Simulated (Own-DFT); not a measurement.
# A change of arrangement and its cost: C36Si36, 72 atoms

Source: density functional calculations with Own-DFT, an unreviewed in-house program that is no longer used. Nothing was measured or relaxed, and spin and spin-orbit coupling are left out.

Common settings: PBE; PseudoDojo norm-conserving scalar-relativistic files; cutoff 42 hartree; 4 x 4 x 3 k mesh centred on Gamma; Fermi-Dirac smearing of 0.1 eV.

Limits: forces on such cells passed a denser k mesh, each cell not checked; stress not checked against mesh or cutoff.

All cells hold the same atoms in the same cell, with vectors in Å (9.248, 0.000, 0.000); (-4.624, 8.009, 0.000); (0.000, 0.000, 10.068). u is the rms random offset of the atoms per axis. E is the free energy of the cell above the lowest run. The arrangements:

- A: 2H SiC
- B: 4H SiC

```
arrangement,u (Å),E (eV),P (GPa)
A,0.0282,0.386,3.83
A,0.0292,0.525,3.85
A,0.0326,0.983,3.95
A,0.0549,5.704,5.36
A,0.0573,6.845,6.11
A,0.0602,7.900,6.28
B,0.0290,0.000,3.61
B,0.0295,0.179,3.74
B,0.0312,0.418,3.88
B,0.0561,6.928,6.27
B,0.0611,7.871,6.36
B,0.0638,9.468,7.18
```

Q: which arrangement lies lowest after the energy of the random moves is removed?

## Worked answer

Fit E = a + b u², with one b for all and one a for each arrangement, and with residuals divided by u², since the noise grows with the moves. Then b = 2712 eV/Å², the scatter at u = 0.04 Å is 0.19 eV, and against A:

- B: -0.37 ± 0.09 eV (lower)

The cells share one lattice and weren't relaxed, which can shift such small differences either way.
